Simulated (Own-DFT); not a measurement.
Simulation results for HfTi$_{23}$O$_{48}$ (rutile with substituted atoms, atoms displaced)

Computed with Own-DFT development build. A calculation, not a measurement: plane-wave PBE density functional theory by an unreviewed code, no spin, of a simulated periodic cell, stress positive in tension, free energy of the whole cell less one offset for each atom, defect cell not probed for a lower state with spin; hafnium file: forces about 75 meV/angstrom off all-electron values; oxygen file: force components 24 meV/angstrom off all-electron in one glass; forces on such cells passed a denser k mesh, this cell's mesh not checked; offsets are fitted by least squares, one for each functional and potential file, so energies compare only between cells with the same atoms and settings and are not formation energies; the far tail of each file's local potential was reset to the Coulomb form; each entry is a single point on an unrelaxed cell, so the pressure reflects the starting lattice, mostly measured values (interpolated for alloys), from which strain is counted, and rises with the displacements; printed positions are rounded, which can move forces by about a meV/angstrom; the program, named Own-DFT, is a retired in-house code; no spin-orbit coupling; before rounding, a Quantum ESPRESSO 7.3.1 run of the same cell and cutoff gave forces within 1 meV/angstrom rms on each cell, which checks the program and not the settings.

Common to all runs: functional PBE; potential files PseudoDojo norm-conserving, scalar-relativistic, standard set; wave cutoff 72 hartree; occupations Fermi-Dirac; smearing width 0.1 eV; k mesh 3 x 3 x 3 centred on Gamma.

(1) HfTi$_{23}$O$_{48}$ (rutile with substituted atoms, atoms displaced)

```
HfTi23O48
1.0
      9.1874     0.0000     0.0000
      0.0000     9.1874     0.0000
      0.0000     0.0000     8.8761
Ti O Ti O Ti O Ti O Ti O Hf Ti O Ti O Ti O Ti O Ti O Ti O Ti O
2 4 2 4 2 4 2 4 2 4 1 1 4 2 4 2 4 2 4 2 4 2 4 2 4
Direct
  0.00170 0.00441 0.00361
  0.24317 0.24834 0.16326
  0.14882 0.13947 0.98994
  0.34074 0.33276 0.99263
  0.39789 0.10760 0.16156
  0.09890 0.40064 0.16211
  0.00743 0.99550 0.32446
  0.25956 0.24087 0.50527
  0.14031 0.14813 0.32459
  0.35200 0.36307 0.32345
  0.41024 0.09804 0.50873
  0.09958 0.41018 0.47828
  0.00186 0.00705 0.66874
  0.25465 0.24998 0.80843
  0.15808 0.15277 0.67254
  0.33701 0.35173 0.66061
  0.40746 0.09810 0.84267
  0.10028 0.40074 0.82777
  0.98643 0.51134 0.00786
  0.25625 0.72618 0.17848
  0.15124 0.66191 0.99532
  0.35982 0.84010 0.00772
  0.40298 0.59909 0.16304
  0.09500 0.90409 0.16733
  0.99247 0.49041 0.34386
  0.23914 0.75437 0.50330
  0.14514 0.65383 0.33547
  0.33449 0.85019 0.33368
  0.39131 0.58661 0.48690
  0.08634 0.89617 0.49624
  0.01215 0.48839 0.65098
  0.24218 0.76295 0.82329
  0.16438 0.65261 0.67275
  0.35244 0.84545 0.67112
  0.40635 0.60620 0.83326
  0.10538 0.88975 0.84529
  0.50281 0.01441 0.01168
  0.75821 0.24832 0.17487
  0.64216 0.16061 0.00109
  0.83970 0.34590 0.01105
  0.91073 0.09810 0.16151
  0.58679 0.38753 0.16080
  0.49131 0.99608 0.34591
  0.74721 0.24927 0.49998
  0.63586 0.15326 0.34585
  0.83548 0.35046 0.33939
  0.92673 0.10851 0.50871
  0.59203 0.41502 0.48598
  0.49103 0.00758 0.65542
  0.75335 0.25360 0.84361
  0.64483 0.15504 0.67387
  0.85909 0.33426 0.65543
  0.89701 0.09695 0.81974
  0.60324 0.40371 0.82620
  0.50478 0.50735 0.00504
  0.75179 0.75558 0.16666
  0.63526 0.64539 0.00945
  0.85802 0.84504 0.00017
  0.89597 0.58602 0.16259
  0.60021 0.91566 0.15587
  0.49487 0.48766 0.33158
  0.76546 0.75820 0.50799
  0.66323 0.64836 0.33615
  0.86353 0.85381 0.32630
  0.91944 0.60278 0.49223
  0.59123 0.90425 0.50143
  0.49885 0.51936 0.65748
  0.74424 0.75569 0.82112
  0.64621 0.64370 0.66946
  0.86389 0.85492 0.64511
  0.89533 0.59875 0.82365
  0.59867 0.90086 0.82807
```

* free energy of cell above offsets: -11.487 eV
* pressure: 12.4 GPa
* stress xx: -11.34 GPa
* stress yy: -11.84 GPa
* stress zz: -14 GPa
* stress yz: -0.47 GPa
* stress xz: -0.64 GPa
* stress xy: -0.86 GPa

Force:
```
element  x (eV/Å)  y (eV/Å)  z (eV/Å)
     Ti     1.279    -0.634    -0.386
     Ti      0.33     0.831     -2.77
      O    -0.051     0.649     0.305
      O      0.01     0.832     0.439
      O     0.267    -0.825     1.857
      O    -0.857     0.502     0.217
     Ti     0.544    -0.018     0.394
     Ti    -1.015     1.075    -2.829
      O     2.557     1.746     1.653
      O    -3.271    -3.897     1.032
      O    -3.196     2.674    -2.835
      O     3.739    -4.043    -0.588
     Ti    -0.037     0.403    -0.539
     Ti     0.934     1.594      8.33
      O    -0.827    -1.628    -3.376
      O     1.081     0.491    -2.316
      O    -0.864     0.245    -2.338
      O     0.642      -1.1     1.686
     Ti       2.7     0.085    -2.321
     Ti    -0.813     1.976    -3.996
      O    -0.963    -1.558     1.254
      O    -0.468     0.564     0.025
      O     0.279     -0.67     0.635
      O     0.484    -0.329    -0.423
     Ti    -0.079     1.382    -5.786
     Ti     0.164    -0.313     -0.53
      O    -0.125    -0.411     0.431
      O     1.339     0.916      0.77
      O    -0.305     1.574     1.135
      O      1.79     -0.46     0.806
     Hf    -0.946     1.041     6.643
     Ti     3.023    -1.446       4.6
      O    -0.626    -0.361    -1.717
      O     0.214     1.067    -2.063
      O     0.467    -1.481    -0.841
      O    -2.707     3.062    -1.241
     Ti    -2.372    -1.638    -1.711
     Ti     -1.91    -0.372    -1.235
      O     2.111     0.562    -0.064
      O     0.776     0.249    -0.221
      O    -2.135      1.39     0.755
      O     0.902     0.276     0.336
     Ti     0.875    -0.849    -4.109
     Ti    -0.731    -0.777     2.176
      O     1.159    -0.116    -0.482
      O     0.588     0.004    -0.398
      O    -1.784     0.264    -0.433
      O     1.909     -2.11     2.396
     Ti     2.642    -1.825      7.19
     Ti    -1.935     0.555    -1.163
      O      0.35     0.132    -1.065
      O    -1.551    -0.117     0.398
      O     0.372    -0.418     0.828
      O      0.02    -0.164    -0.223
     Ti    -1.524     -2.21    -2.355
     Ti    -0.882    -0.139     0.416
      O     3.211     2.628    -0.438
      O    -1.718    -1.102    -0.457
      O    -0.939     1.447     1.134
      O     1.373    -1.564     2.866
     Ti     1.713     1.903    -1.097
     Ti    -1.497    -1.553    -4.309
      O     0.544     1.541    -0.321
      O    -2.852    -1.716     0.796
      O    -2.817     2.298    -0.487
      O     0.992    -0.919    -0.481
     Ti    -1.657      -0.9     1.945
     Ti    -0.208     0.662     2.925
      O      2.78     2.754    -1.039
      O    -1.538    -1.089     2.032
      O    -0.449     0.289     0.876
      O     1.487    -0.909    -0.295
```

(2) HfTi$_{23}$O$_{48}$ (rutile with substituted atoms, atoms displaced)

```
HfTi23O48
1.0
      9.1874     0.0000     0.0000
      0.0000     9.1874     0.0000
      0.0000     0.0000     8.8761
Hf Ti O Ti O Ti O Ti O Ti O Ti O Ti O Ti O Ti O Ti O Ti O Ti O
1 1 4 2 4 2 4 2 4 2 4 2 4 2 4 2 4 2 4 2 4 2 4 2 4
Direct
  0.00021 0.01477 0.00454
  0.23559 0.26060 0.17027
  0.15768 0.14994 0.01281
  0.34861 0.34263 0.98699
  0.39191 0.09343 0.16958
  0.10453 0.39980 0.16887
  0.00622 0.99259 0.34664
  0.24406 0.24995 0.48771
  0.15922 0.15634 0.33689
  0.33301 0.35557 0.32086
  0.39586 0.09201 0.48556
  0.08664 0.40218 0.50176
  0.00181 0.00084 0.66606
  0.24629 0.22984 0.82070
  0.15410 0.14470 0.67696
  0.36331 0.33605 0.67734
  0.39773 0.10037 0.82207
  0.08126 0.40664 0.84154
  0.01146 0.50672 0.00568
  0.25052 0.74511 0.17908
  0.14936 0.64174 0.00644
  0.35124 0.86090 0.00799
  0.40221 0.58952 0.16624
  0.10225 0.90908 0.15016
  0.00224 0.49566 0.32670
  0.25613 0.73382 0.49134
  0.15214 0.65311 0.33929
  0.35631 0.83733 0.32768
  0.40793 0.59619 0.48568
  0.10724 0.88391 0.49705
  0.00431 0.48024 0.66510
  0.25014 0.74480 0.82257
  0.13423 0.65153 0.64500
  0.34405 0.84141 0.67738
  0.39736 0.59312 0.83866
  0.08962 0.90065 0.82849
  0.50583 0.00529 0.00341
  0.75134 0.23753 0.15770
  0.64112 0.13910 0.00239
  0.83738 0.32686 0.01893
  0.91028 0.09744 0.17253
  0.59799 0.39490 0.18893
  0.50803 0.99012 0.33097
  0.74676 0.26052 0.51453
  0.64677 0.15053 0.31789
  0.84160 0.35939 0.33349
  0.90048 0.09723 0.49976
  0.59711 0.40809 0.51109
  0.50219 0.00476 0.66666
  0.74743 0.26881 0.83048
  0.65745 0.16379 0.66863
  0.85333 0.35050 0.66668
  0.90561 0.11978 0.82618
  0.59625 0.39467 0.83973
  0.51686 0.49594 0.99917
  0.74887 0.74213 0.15901
  0.66036 0.64933 0.99759
  0.84748 0.84461 0.99047
  0.88958 0.59924 0.15817
  0.59581 0.90888 0.18489
  0.48779 0.51171 0.33357
  0.76518 0.74120 0.50482
  0.64138 0.66652 0.34199
  0.86328 0.85247 0.35864
  0.89949 0.59068 0.49756
  0.60147 0.89642 0.49339
  0.50148 0.50051 0.64792
  0.76044 0.75089 0.83701
  0.65691 0.65946 0.67548
  0.83272 0.84366 0.65907
  0.90175 0.60844 0.83779
  0.60103 0.90221 0.82717
```

* free energy of cell above offsets: -10.699 eV
* pressure: 13.44 GPa
* stress xx: -12.01 GPa
* stress yy: -12.6 GPa
* stress zz: -15.72 GPa
* stress yz: -2.24 GPa
* stress xz: 0.72 GPa
* stress xy: -0.6 GPa

Force:
```
element  x (eV/Å)  y (eV/Å)  z (eV/Å)
     Hf    -1.261    -1.217    -2.961
     Ti     4.555    -3.007    -3.339
      O     1.252     1.825     -1.77
      O     0.188     0.605     1.183
      O      0.73     0.108    -0.478
      O    -2.958     2.449     -0.03
     Ti    -0.726    -0.748    -1.221
     Ti      2.75    -0.628     0.833
      O    -1.565    -1.005     0.316
      O     1.018     0.656     2.869
      O    -0.651     1.047     2.031
      O      1.78    -1.505    -1.229
     Ti    -1.065    -0.979     1.046
     Ti      2.75     3.046     4.399
      O    -1.587    -0.613    -3.631
      O    -1.113     1.004    -1.501
      O     0.971    -1.255     0.408
      O     1.068    -1.473    -0.705
     Ti    -1.061     0.879    -2.071
     Ti     0.861     2.436    -3.373
      O     0.619     0.797     0.155
      O    -1.282    -2.382    -0.634
      O    -0.482     0.804    -0.539
      O     1.959    -3.161      4.33
     Ti    -3.275    -0.197     1.725
     Ti    -1.139     2.605     2.415
      O    -0.891    -1.269    -1.021
      O    -1.259    -0.911     0.399
      O    -1.662     0.977     3.865
      O    -0.596     2.397     0.307
     Ti     0.287     3.744     1.338
     Ti     0.469     0.145     1.221
      O     1.792    -0.228       1.3
      O      0.54     0.176    -1.046
      O     0.184     0.318    -0.149
      O      0.69    -0.968    -1.616
     Ti    -3.187     -1.69     0.958
     Ti    -2.493    -1.514     4.966
      O     2.503     2.469    -0.852
      O     2.651     3.628    -4.264
      O    -2.066     1.498     3.472
      O    -0.519     1.134     -1.57
     Ti    -1.022     2.848     2.039
     Ti      0.37    -1.575    -4.481
      O     0.467     0.315     2.476
      O     1.028    -0.268     0.392
      O     0.686     0.355     0.171
      O     1.096    -1.164     -1.63
     Ti     0.529    -1.549    -0.842
     Ti     1.058    -2.073     1.646
      O    -0.922    -0.782     0.131
      O    -1.514    -0.478     0.078
      O    -0.419    -0.517    -1.716
      O      0.31     0.745    -0.926
     Ti    -2.846    -1.199     0.998
     Ti     -0.72     0.871     1.424
      O    -1.068    -0.215     0.919
      O    -0.569     0.487     2.499
      O     1.326    -0.733     1.159
      O     2.702    -2.695    -4.414
     Ti     3.525    -2.134     -5.22
     Ti    -1.835    -0.212    -0.721
      O     0.441    -0.865    -1.602
      O    -0.239    -0.427    -2.222
      O     0.606    -0.622    -0.375
      O    -0.885     1.106     1.615
     Ti     -0.86     1.271     4.551
     Ti    -0.689     0.114    -2.226
      O    -2.086     -2.55     -0.69
      O     2.805      2.61     1.546
      O     0.949    -1.768     0.088
      O    -1.002     1.107    -0.204
```

(3) HfTi$_{23}$O$_{48}$ (rutile with substituted atoms, atoms displaced)

```
HfTi23O48
1.0
      9.1874     0.0000     0.0000
      0.0000     9.1874     0.0000
      0.0000     0.0000     8.8761
Ti Hf O Ti O Ti O Ti O Ti O Ti O Ti O Ti O Ti O Ti O Ti O Ti O
1 1 4 2 4 2 4 2 4 2 4 2 4 2 4 2 4 2 4 2 4 2 4 2 4
Direct
  0.00981 0.00807 0.99496
  0.24650 0.26261 0.15775
  0.14826 0.15225 0.01265
  0.34578 0.33995 0.99130
  0.40172 0.09570 0.17161
  0.09387 0.39491 0.17188
  0.99958 0.99344 0.32627
  0.24981 0.24503 0.50034
  0.15005 0.14029 0.32647
  0.34268 0.34595 0.33742
  0.39902 0.09316 0.50189
  0.08905 0.40494 0.48978
  0.99984 0.99395 0.66375
  0.24315 0.24339 0.82920
  0.14927 0.15478 0.66951
  0.36115 0.34352 0.65880
  0.40146 0.09693 0.83537
  0.09419 0.40931 0.83598
  0.00299 0.50693 0.00157
  0.24641 0.75319 0.16541
  0.15396 0.65646 0.99224
  0.34754 0.85373 0.00293
  0.40724 0.60263 0.16950
  0.09739 0.89760 0.16559
  0.00427 0.49200 0.32793
  0.24912 0.75044 0.50256
  0.14967 0.65825 0.33843
  0.35265 0.83940 0.33167
  0.40948 0.59715 0.50284
  0.10468 0.90483 0.50217
  0.00248 0.49661 0.66257
  0.24825 0.74646 0.83726
  0.14741 0.65731 0.67814
  0.35859 0.84399 0.66164
  0.40206 0.60252 0.83369
  0.09480 0.90612 0.83260
  0.49279 0.99921 0.00153
  0.75699 0.24701 0.16373
  0.65534 0.15933 0.00465
  0.84133 0.34373 0.99796
  0.90783 0.10111 0.17771
  0.60649 0.40379 0.15939
  0.49168 0.99878 0.32710
  0.75015 0.25774 0.50399
  0.64535 0.15190 0.32736
  0.84444 0.34325 0.33238
  0.89772 0.09615 0.49144
  0.60586 0.39723 0.50467
  0.50112 0.99777 0.66848
  0.74997 0.25664 0.83908
  0.65009 0.15749 0.67754
  0.84363 0.34483 0.66202
  0.90306 0.09742 0.83920
  0.59153 0.39831 0.83187
  0.49321 0.50527 0.99089
  0.74313 0.74272 0.17167
  0.65305 0.65446 0.99807
  0.84965 0.85101 0.00673
  0.90615 0.59446 0.17353
  0.59023 0.89992 0.15835
  0.50084 0.49910 0.33912
  0.74924 0.75475 0.49225
  0.65522 0.65762 0.33923
  0.85130 0.84986 0.34187
  0.90771 0.60398 0.49391
  0.59890 0.90664 0.50079
  0.50148 0.50095 0.66218
  0.73620 0.75470 0.84061
  0.64886 0.64174 0.66387
  0.84903 0.84849 0.66142
  0.89789 0.60344 0.83691
  0.59301 0.89687 0.83707
```

* free energy of cell above offsets: -17.213 eV
* pressure: 9.37 GPa
* stress xx: -8.81 GPa
* stress yy: -8.86 GPa
* stress zz: -10.44 GPa
* stress yz: -0.21 GPa
* stress xz: -0.82 GPa
* stress xy: 0.18 GPa

Force:
```
element  x (eV/Å)  y (eV/Å)  z (eV/Å)
     Ti    -2.419    -1.195    -0.063
     Hf     2.723    -2.146     4.134
      O    -0.967     -1.36    -4.018
      O     1.874     2.374    -2.717
      O     0.326     -0.49    -0.868
      O    -2.591     2.982    -1.234
     Ti     0.088     1.532     1.228
     Ti     0.474    -0.807    -0.965
      O     0.506     0.491     1.963
      O     1.663     1.602     2.008
      O    -0.537     0.371     0.024
      O     1.487    -1.224     1.944
     Ti     -1.92    -0.034    -0.933
     Ti     1.202     0.293     -0.72
      O    -0.037     0.315    -0.171
      O    -2.119    -0.787     0.586
      O    -0.878     0.384    -0.151
      O     0.715    -0.999    -0.032
     Ti    -2.071     0.508    -1.521
     Ti     0.323      0.22     1.494
      O    -0.476    -0.941     1.185
      O    -0.766    -0.685     -0.22
      O    -0.254    -0.708    -0.156
      O     0.482    -0.494    -0.486
     Ti    -1.839     1.242     1.597
     Ti    -0.158     0.624     -0.27
      O     0.377    -0.541    -0.628
      O     -0.48    -0.005     0.139
      O    -0.782     0.091    -0.855
      O     0.319    -0.396     0.441
     Ti    -1.528     1.172    -0.363
     Ti     0.561     1.284    -1.484
      O     0.349    -0.396    -0.822
      O    -0.949    -0.379      0.55
      O    -0.198    -0.076    -0.094
      O     1.076    -0.486     0.186
     Ti     0.817      0.95      0.42
     Ti    -1.389    -0.399     1.419
      O    -1.065    -1.421    -0.722
      O     2.267     1.933     0.322
      O    -0.042    -0.313    -1.233
      O    -1.447     1.126     0.703
     Ti     1.605     0.895     1.021
     Ti     0.211    -2.679    -1.173
      O    -0.045    -0.178     0.237
      O     0.822     1.055     0.381
      O     0.631    -0.269     1.017
      O    -1.642     1.527     -0.91
     Ti     0.761     0.633    -1.224
     Ti    -0.876     -1.19     -0.72
      O     -0.39    -0.895    -0.616
      O     1.594     1.288     0.941
      O     0.247      0.16    -0.284
      O    -0.059     0.807      0.68
     Ti     1.105     -1.34     1.507
     Ti     1.074     1.427    -1.486
      O    -0.503    -0.589     0.731
      O    -0.813    -0.702     0.031
      O    -0.688      0.67     -1.16
      O     0.873    -0.723     0.661
     Ti     0.195    -0.995    -1.791
     Ti     0.811     0.384     2.609
      O    -1.096    -1.166    -0.817
      O    -0.875    -0.895    -1.318
      O    -0.135    -0.612     0.816
      O     0.094    -0.261     0.133
     Ti     0.951     -0.24     0.742
     Ti     2.177     0.025    -1.109
      O      0.76      1.12     0.498
      O    -0.132     0.074     0.708
      O     0.782    -1.048     0.327
      O    -0.151     0.503    -0.048
```

(4) HfTi$_{23}$O$_{48}$ (rutile with substituted atoms, atoms displaced)

```
HfTi23O48
1.0
      9.1874     0.0000     0.0000
      0.0000     9.1874     0.0000
      0.0000     0.0000     8.8761
Ti O Ti O Ti O Ti O Ti O Ti O Ti O Ti O Hf Ti O Ti O Ti O Ti O
2 4 2 4 2 4 2 4 2 4 2 4 2 4 2 4 1 1 4 2 4 2 4 2 4
Direct
  0.00701 0.99921 0.99721
  0.23658 0.25007 0.16359
  0.15478 0.15294 0.99928
  0.34292 0.35462 0.99793
  0.39984 0.10040 0.16742
  0.09883 0.39491 0.16034
  0.00329 0.00842 0.34034
  0.24391 0.24048 0.50288
  0.15923 0.14595 0.32940
  0.35148 0.35407 0.32864
  0.40417 0.09975 0.50090
  0.09653 0.39642 0.50132
  0.98907 0.99863 0.66542
  0.24787 0.24927 0.82749
  0.14989 0.14292 0.66269
  0.34261 0.34266 0.65843
  0.39545 0.09788 0.84513
  0.10082 0.40329 0.82809
  0.99033 0.49665 0.00192
  0.24296 0.75866 0.15722
  0.14309 0.65320 0.99627
  0.33772 0.85051 0.99567
  0.39708 0.59877 0.16422
  0.10301 0.90422 0.17811
  0.99888 0.50580 0.33092
  0.24846 0.74898 0.49945
  0.14461 0.66305 0.32918
  0.34863 0.85385 0.33152
  0.40419 0.59848 0.49296
  0.10243 0.90802 0.49463
  0.00857 0.49348 0.67513
  0.25102 0.75536 0.83514
  0.15445 0.65062 0.66377
  0.35434 0.85695 0.67496
  0.39500 0.58704 0.83550
  0.10424 0.89645 0.84412
  0.50251 0.00033 0.99703
  0.74983 0.24461 0.17456
  0.65216 0.15603 0.00575
  0.85208 0.34973 0.00837
  0.90249 0.09707 0.16599
  0.59746 0.39765 0.15804
  0.50856 0.99409 0.32956
  0.75463 0.25306 0.50430
  0.64493 0.14412 0.33402
  0.85112 0.35392 0.33212
  0.89872 0.09724 0.51102
  0.59168 0.41055 0.49850
  0.50773 0.00247 0.66616
  0.74682 0.24780 0.83593
  0.65213 0.14955 0.66384
  0.85293 0.34811 0.66617
  0.89587 0.10690 0.83670
  0.58630 0.40280 0.83636
  0.49337 0.50342 0.00185
  0.75244 0.75631 0.16703
  0.66124 0.66358 0.99716
  0.84255 0.84297 0.00524
  0.89988 0.59837 0.16836
  0.59110 0.90288 0.16254
  0.49689 0.50073 0.32604
  0.75646 0.73949 0.49367
  0.65714 0.65196 0.33113
  0.85289 0.84939 0.33790
  0.89925 0.59583 0.50149
  0.58405 0.89920 0.49518
  0.50488 0.49509 0.67566
  0.75877 0.74777 0.83361
  0.65333 0.66376 0.66212
  0.84290 0.85037 0.65972
  0.91026 0.59523 0.82553
  0.58954 0.90862 0.83627
```

- free energy of cell above offsets: -17.366 eV
- pressure: 9.12 GPa
- stress xx: -8.51 GPa
- stress yy: -8.9 GPa
- stress zz: -9.95 GPa
- stress yz: 0.8 GPa
- stress xz: -0.43 GPa
- stress xy: -0.36 GPa

Force:
```
element  x (eV/Å)  y (eV/Å)  z (eV/Å)
     Ti    -0.086     0.261     1.187
     Ti     3.315    -0.029     0.534
      O    -1.326     -0.95      -0.7
      O    -0.211    -0.494     -0.32
      O     0.083    -0.122    -0.549
      O    -1.395     1.601     0.443
     Ti    -0.009    -0.938    -1.029
     Ti      1.82     0.347    -1.084
      O    -0.997      0.11     0.369
      O    -0.811    -0.615     0.054
      O    -1.847     1.671    -1.845
      O    -0.306      0.42    -0.646
     Ti     0.876    -0.662     0.081
     Ti     1.511    -0.026     0.676
      O    -0.264     0.149       0.8
      O     0.466     0.344     0.899
      O    -0.637      1.25      0.25
      O    -0.022    -0.589     1.088
     Ti     0.893     0.571      0.26
     Ti     0.673     -0.74     1.521
      O     0.354      0.07     0.447
      O      1.02     0.152     0.416
      O     0.353     0.372    -0.312
      O    -1.271      0.94    -1.168
     Ti     0.863      0.14     1.144
     Ti     1.561    -0.242    -0.611
      O    -0.101    -0.871      0.47
      O    -0.886    -1.104    -0.103
      O    -0.721     0.773      0.54
      O    -0.813     0.232     1.038
     Ti     0.702     0.488    -2.152
     Ti     0.674    -1.155    -1.351
      O    -0.025     0.373    -0.087
      O    -3.494    -3.296    -0.141
      O     0.034     1.095    -0.554
      O    -2.166     1.551     -0.67
     Ti    -1.354     1.119      1.54
     Ti    -0.685     0.299    -0.082
      O     0.385     0.046    -0.897
      O    -0.781    -0.467    -1.027
      O     0.142    -0.058    -0.023
      O     0.251     0.435     0.233
     Ti    -2.563     0.165     0.103
     Ti    -1.017     1.239    -0.427
      O      2.46     2.144     0.242
      O    -0.903    -1.197     0.469
      O    -0.066       0.4    -0.707
      O     1.573    -1.416     0.664
     Hf    -2.466    -0.099    -1.136
     Ti    -0.202     0.267     0.673
      O     3.516      3.94     0.462
      O    -1.207    -0.627     0.135
      O     1.077    -1.392    -0.027
      O     1.882    -1.107    -0.211
     Ti    -0.677    -0.302     0.938
     Ti    -0.749    -0.171     0.786
      O    -1.256    -1.478    -0.307
      O     2.072     1.913    -1.041
      O     0.392     -0.34    -0.318
      O     1.266    -1.066    -0.231
     Ti    -0.979     -0.55     1.044
     Ti    -0.946     0.083    -0.233
      O    -0.045     0.133    -0.367
      O    -0.157     0.368    -0.473
      O     0.544    -0.292    -0.356
      O     2.465    -1.842    -1.497
     Ti    -0.886     0.965    -2.252
     Ti    -1.015    -0.279    -0.233
      O    -0.625    -1.131     1.227
      O     1.012     0.885     0.842
      O    -1.303     0.876     0.803
      O     3.037    -2.543     2.789
```
